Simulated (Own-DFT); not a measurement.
# Response to strain: wurtzite AlGaN with randomly placed atoms, 72 atoms (Al27Ga9N36)

All numbers below are calculated, not measured. They come from Own-DFT, an in-house plane-wave density functional program, since retired, whose code no person has reviewed. Each row is one single-point run on a periodic cell that was not relaxed, without spin or spin-orbit coupling.

Settings of every run: PBE; PseudoDojo norm-conserving scalar-relativistic files; cutoff 42 hartree; 4 x 4 x 3 k mesh centred on Gamma; Fermi-Dirac smearing of 0.1 eV.

Known limits: forces on such cells passed a denser k mesh, each cell not checked; stress not checked against mesh or cutoff.

Unstrained cell vectors in Å: (9.394, 0.000, 0.000); (-4.697, 8.135, 0.000); (0.000, 0.000, 10.066). The unstrained cell has measured lattice constants (interpolated for alloys), not those of this functional. That, the random moves and any unrelaxed bonds set the pressure at no strain. Each run strains this cell uniformly, with the atoms carried along. Every atom was also moved at random, by a Gaussian of width 0.05 Å on each axis. The random placing of the alloy's atoms differs from row to row. Strain is the symmetric tensor, in per cent. Stress is positive in tension, and the pressure is minus a third of its trace.

| run | e_xx (%) | e_yy (%) | e_zz (%) | s_xx (GPa) | s_yy (GPa) | s_zz (GPa) | P (GPa) | E (meV/atom) |
|---|---|---|---|---|---|---|---|---|
| 1 | -2.25 | -2.25 | 0.00 | -20.02 | -20.02 | -11.14 | 17.06 | 48.2 |
| 2 | -2.75 | -2.75 | 0.00 | -28.56 | -22.48 | -11.01 | 20.68 | 94.2 |
| 3 | 1.75 | 1.75 | 0.00 | 1.97 | 3.16 | -3.85 | -0.43 | 12.6 |
| 4 | 1.00 | 1.00 | 0.00 | 1.56 | -3.47 | -7.88 | 3.26 | 34.7 |
| 5 | 3.00 | 3.00 | 0.00 | 8.76 | 7.85 | -3.09 | -4.50 | 17.3 |
| 6 | -0.75 | -0.75 | 0.00 | -11.91 | -11.96 | -8.10 | 10.66 | 38.8 |
| 7 | -3.00 | -3.00 | 0.00 | -24.29 | -28.73 | -12.47 | 21.83 | 85.1 |
| 8 | 1.25 | 1.25 | 0.00 | 1.33 | 1.10 | -6.27 | 1.28 | 0.0 |
| 9 | 2.25 | 2.25 | 0.00 | ? | ? | ? | ? | ? |

E is the free energy for each atom above the lowest run shown.

## Worked fit

The change of volume is close to e_xx + e_yy + e_zz. A straight line through the runs shown gives P = 7.85 - 224 x (fractional change of volume) GPa, with an error of 7 on the slope and a scatter of 0.87 GPa. The strain isn't the same on all axes and the cell isn't cubic, so the slope belongs to this path and is not the bulk modulus.

## Withheld run

Question: what pressure should run 9 give? Its volume changes by 4.55 %.

The line gives -2.3 GPa. The calculation gave -1.79 GPa.
